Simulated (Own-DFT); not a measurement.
Si$_{3}$N$_{4}$ (beta silicon nitride, atoms displaced) (calculated)

A calculation, not a measurement: plane-wave PBE density functional theory by an unreviewed code, no spin, of a simulated periodic cell, stress positive in tension, free energy of the whole cell less one offset for each atom, forces on such cells passed a denser k mesh, this cell's mesh not checked; offsets are fitted by least squares, one for each functional and potential file, so energies compare only between cells with the same atoms and settings and are not formation energies; the far tail of each file's local potential was reset to the Coulomb form; each entry is a single point on an unrelaxed cell, so the pressure reflects the starting lattice, mostly measured values (interpolated for alloys), from which strain is counted, and rises with the displacements; printed positions are rounded, which can move forces by about a meV/angstrom; the program, named Own-DFT, is a retired in-house code; no spin-orbit coupling; before rounding, a Quantum ESPRESSO 7.3.1 run of the same cell and cutoff gave forces within 1 meV/angstrom rms on each cell, which checks the program and not the settings. Program: Own-DFT development build.

Common to all runs: functional PBE; potential files PseudoDojo norm-conserving, scalar-relativistic, standard set; wave cutoff 42 hartree; occupations Fermi-Dirac; smearing width 0.1 eV; k mesh 3 x 3 x 3 centred on Gamma.

(1) Si$_{3}$N$_{4}$ (beta silicon nitride, atoms displaced)

```
cell vectors (Å)
   7.6060     0.0000     0.0000
  -3.8030     6.5870     0.0000
   0.0000     0.0000     8.7270
atoms (fractions of the cell vectors)
Si  0.15826  0.76841  0.08830
Si  0.23918  0.41240  0.08313
Si  0.60793  0.83855  0.08905
Si  0.81769  0.22801  0.25947
Si  0.78207  0.59848  0.24865
Si  0.41608  0.18502  0.24923
N   0.33543  0.03596  0.07965
N   0.96679  0.29677  0.09004
N   0.68391  0.65584  0.08387
N   0.66441  0.96135  0.25186
N   0.02565  0.70216  0.25117
N   0.29619  0.33803  0.25918
N   0.32769  0.66253  0.08161
N   0.67030  0.33244  0.25643
Si  0.16846  0.77284  0.42366
Si  0.24130  0.40879  0.41170
Si  0.59832  0.83806  0.42552
Si  0.81359  0.22207  0.59028
Si  0.76424  0.60316  0.58845
Si  0.39005  0.16924  0.57925
N   0.33413  0.03431  0.42190
N   0.96866  0.29235  0.41973
N   0.68285  0.65717  0.41472
N   0.65562  0.97828  0.57980
N   0.03259  0.69639  0.58459
N   0.28430  0.32690  0.58539
N   0.33331  0.66672  0.41100
N   0.66770  0.34052  0.57625
Si  0.16453  0.76293  0.75227
Si  0.22584  0.39778  0.75112
Si  0.60937  0.83375  0.75403
Si  0.83267  0.23310  0.90456
Si  0.77506  0.59042  0.92682
Si  0.39520  0.16997  0.92228
N   0.33973  0.03352  0.74944
N   0.97454  0.31369  0.75131
N   0.70555  0.66467  0.74658
N   0.66818  0.97695  0.91829
N   0.03317  0.70738  0.91767
N   0.29665  0.33357  0.91846
N   0.33931  0.67068  0.74832
N   0.65773  0.33158  0.91325
```

* free energy of cell above offsets: -3.042 eV
* pressure: 7.51 GPa
* stress xx: -3.18 GPa
* stress yy: -6.22 GPa
* stress zz: -13.14 GPa
* stress yz: -2.08 GPa
* stress xz: 3.27 GPa
* stress xy: -0.66 GPa

Force:
```
element  x (eV/Å)  y (eV/Å)  z (eV/Å)
     Si     4.927     0.747    -1.128
     Si    -2.222    -0.595     1.345
     Si    -2.362    -3.163    -1.998
     Si     2.803    -0.173    -1.318
     Si     -5.08    -2.033     1.352
     Si    -1.714    -0.793     0.668
      N    -0.738    -1.898     3.343
      N     0.026     0.023    -1.412
      N     1.236     0.781     0.493
      N     0.109     2.638     1.606
      N     1.768     1.531     1.226
      N      4.36    -2.839    -5.265
      N    -0.308     3.117     0.167
      N    -1.058     1.404    -0.611
     Si     3.094     -0.59    -1.325
     Si    -4.275     1.573     4.408
     Si    -0.671    -4.193    -3.129
     Si     0.252     5.019    -2.377
     Si     2.624    -2.902    -4.289
     Si     1.774     2.885     2.896
      N    -0.543    -1.316    -3.187
      N    -0.196    -0.011     0.762
      N     0.766     1.494     0.704
      N     1.134    -1.815      3.31
      N    -2.267    -0.202     0.552
      N     1.751    -1.117    -0.663
      N    -1.044      1.48      0.68
      N    -0.746    -1.063     0.753
     Si     3.733     1.687    -0.865
     Si     0.652     3.377    -0.018
     Si    -2.431    -2.283    -0.584
     Si    -2.452     0.726     5.489
     Si    -2.008    -0.868    -2.264
     Si     0.976     1.789    -3.461
      N     -1.39    -1.107     0.495
      N    -0.619    -0.993    -1.698
      N    -2.369     2.655     4.329
      N     1.184    -0.594    -0.277
      N     -1.29    -0.516     0.892
      N     0.877    -1.262    -0.234
      N    -0.138    -0.624     0.283
      N     1.877     0.022     0.349
```

(2) Si$_{3}$N$_{4}$ (beta silicon nitride, atoms displaced)

```
cell vectors (Å)
   7.6060     0.0000     0.0000
  -3.8030     6.5870     0.0000
   0.0000     0.0000     8.7270
atoms (fractions of the cell vectors)
Si  0.17349  0.76854  0.08308
Si  0.22958  0.40621  0.08334
Si  0.59986  0.81529  0.08960
Si  0.81865  0.23454  0.25130
Si  0.77137  0.61142  0.24711
Si  0.40397  0.17073  0.25468
N   0.33237  0.01840  0.08039
N   0.96027  0.28576  0.08966
N   0.69718  0.66564  0.08198
N   0.66570  0.96335  0.25020
N   0.04039  0.70588  0.24932
N   0.30254  0.32924  0.25200
N   0.33808  0.67166  0.09102
N   0.66412  0.32731  0.23797
Si  0.17258  0.76677  0.42107
Si  0.22627  0.40021  0.42032
Si  0.60133  0.82298  0.42002
Si  0.81667  0.21828  0.58784
Si  0.77769  0.59803  0.58123
Si  0.40440  0.15839  0.57291
N   0.33440  0.03540  0.40465
N   0.97130  0.30229  0.40862
N   0.70338  0.66519  0.41786
N   0.65837  0.96417  0.57827
N   0.02765  0.69903  0.57872
N   0.32557  0.34548  0.58395
N   0.32680  0.66677  0.41767
N   0.67039  0.32680  0.58962
Si  0.16927  0.78430  0.74865
Si  0.24255  0.41597  0.74624
Si  0.60180  0.83395  0.75435
Si  0.82491  0.22881  0.91423
Si  0.77675  0.60493  0.92379
Si  0.39323  0.16378  0.91385
N   0.32629  0.02980  0.74641
N   0.96696  0.29900  0.75052
N   0.68705  0.65248  0.74941
N   0.66561  0.96422  0.92508
N   0.01138  0.69614  0.90856
N   0.30959  0.33777  0.92713
N   0.34065  0.67324  0.74930
N   0.67274  0.33543  0.91276
```

- free energy of cell above offsets: -3.475 eV
- pressure: 7.45 GPa
- stress xx: -7.56 GPa
- stress yy: -5.8 GPa
- stress zz: -8.98 GPa
- stress yz: 0.72 GPa
- stress xz: 1.43 GPa
- stress xy: -0.36 GPa

Force:
```
element  x (eV/Å)  y (eV/Å)  z (eV/Å)
     Si     1.014    -1.183    -0.797
     Si     -0.85    -0.019     1.939
     Si    -3.577     2.308    -0.633
     Si       1.4    -1.583    -0.492
     Si     3.098      -3.4     0.761
     Si     0.289     2.603    -5.581
      N    -0.863     2.299     0.016
      N     1.514     1.288    -1.956
      N     0.619     0.045     0.873
      N     0.665     0.418     1.252
      N    -2.807    -0.852     0.406
      N    -0.453     0.239    -0.022
      N    -0.533    -1.779    -0.753
      N    -1.974     2.486     1.011
     Si     1.122     0.325    -2.474
     Si     0.889     1.229    -0.862
     Si    -2.362    -1.176    -1.951
     Si     1.269     2.342     -1.74
     Si    -2.093    -3.131     1.757
     Si     0.248     4.102     1.718
      N    -0.345    -4.053     4.376
      N    -0.962    -1.061     2.855
      N    -0.733     0.868    -0.248
      N     0.727     0.395     2.091
      N      1.01     1.359     1.387
      N    -0.974    -1.387     -0.54
      N     2.201    -0.347     0.425
      N    -1.342     0.313    -1.019
     Si     1.883    -4.336     0.167
     Si    -0.032    -0.614      1.41
     Si     0.006    -2.296    -0.154
     Si    -0.627     0.119     2.045
     Si    -4.043    -5.255    -3.225
     Si     2.297     2.921     1.726
      N    -0.275     1.066    -0.711
      N      2.17     0.121    -0.713
      N     -0.14     2.072     0.054
      N     0.653      0.63    -1.259
      N     6.578     3.552     1.187
      N     -0.45    -0.621    -2.883
      N     -2.41     0.638     0.246
      N    -1.809    -0.644     0.313
```

(3) Si$_{3}$N$_{4}$ (beta silicon nitride, atoms displaced)

```
cell vectors (Å)
   7.6060     0.0000     0.0000
  -3.8030     6.5870     0.0000
   0.0000     0.0000     8.7270
atoms (fractions of the cell vectors)
Si  0.17163  0.76874  0.07829
Si  0.23670  0.39974  0.07884
Si  0.58189  0.82215  0.08034
Si  0.82817  0.22332  0.24981
Si  0.75475  0.58324  0.25403
Si  0.41698  0.18366  0.24817
N   0.34551  0.04286  0.10239
N   0.97267  0.30912  0.08041
N   0.71268  0.67190  0.07766
N   0.66512  0.97504  0.23941
N   0.03475  0.69232  0.25782
N   0.31296  0.33237  0.24363
N   0.33126  0.66022  0.07866
N   0.66556  0.33598  0.25045
Si  0.17311  0.77723  0.41040
Si  0.24116  0.41046  0.41655
Si  0.59381  0.83587  0.41794
Si  0.81657  0.23020  0.58600
Si  0.77246  0.59575  0.57691
Si  0.40244  0.16443  0.59492
N   0.33527  0.03266  0.42607
N   0.96804  0.29262  0.42380
N   0.69859  0.66183  0.40756
N   0.66098  0.96616  0.58360
N   0.03380  0.68676  0.58403
N   0.28937  0.32520  0.58671
N   0.33792  0.66416  0.42940
N   0.65480  0.32532  0.58843
Si  0.17411  0.76262  0.74919
Si  0.22621  0.39593  0.74909
Si  0.60350  0.83559  0.74809
Si  0.82078  0.22909  0.92791
Si  0.77010  0.60909  0.91338
Si  0.40820  0.17979  0.91942
N   0.35312  0.04907  0.75596
N   0.98348  0.30849  0.75111
N   0.68887  0.66819  0.75578
N   0.67097  0.97287  0.92208
N   0.03702  0.70518  0.91918
N   0.30234  0.33294  0.92415
N   0.33528  0.66697  0.74366
N   0.66452  0.32731  0.91191
```

* free energy of cell above offsets: -2.876 eV
* pressure: 8.63 GPa
* stress xx: -6.51 GPa
* stress yy: -7.24 GPa
* stress zz: -12.14 GPa
* stress yz: -3.75 GPa
* stress xz: 0.21 GPa
* stress xy: -1.27 GPa

Force:
```
element  x (eV/Å)  y (eV/Å)  z (eV/Å)
     Si     1.571     0.828     3.708
     Si    -2.508     1.375      2.64
     Si     2.195    -0.506      0.01
     Si    -0.503     3.134     0.461
     Si     3.003     1.474    -3.792
     Si    -0.278    -0.226     4.862
      N    -0.702    -4.729    -6.524
      N     1.052    -0.233     2.184
      N    -2.674     1.335     2.836
      N      0.25    -2.074     2.208
      N    -2.259    -0.633    -3.636
      N    -2.359     1.245      1.61
      N    -1.034     0.299     0.253
      N         3    -1.082     0.251
     Si     2.783    -0.712     3.028
     Si    -0.828    -1.172     0.114
     Si     0.376    -2.018    -1.787
     Si     1.766     1.025     0.769
     Si     -0.55    -1.273     1.501
     Si    -1.796     2.827    -3.404
      N    -0.209     0.181     -1.53
      N     0.224    -0.084    -1.841
      N    -2.515     2.528     3.675
      N     0.825     1.947    -0.134
      N    -1.791     0.693    -0.479
      N     2.548    -1.303     -0.99
      N     -1.09     1.546    -1.481
      N     1.383      2.47    -0.503
     Si     1.352     1.038     0.345
     Si     1.474      2.96     0.847
     Si    -2.344    -1.687     1.681
     Si      0.51      1.26    -3.129
     Si     2.556    -3.148     0.249
     Si      0.73     0.153     2.182
      N    -1.225    -5.753     1.805
      N    -4.975    -2.786     0.812
      N     1.625     0.108    -3.071
      N     0.106    -0.744    -1.452
      N    -1.694    -0.153    -2.091
      N     1.192    -1.227    -3.569
      N     0.804     0.258     0.902
      N     0.009     2.861     0.487
```
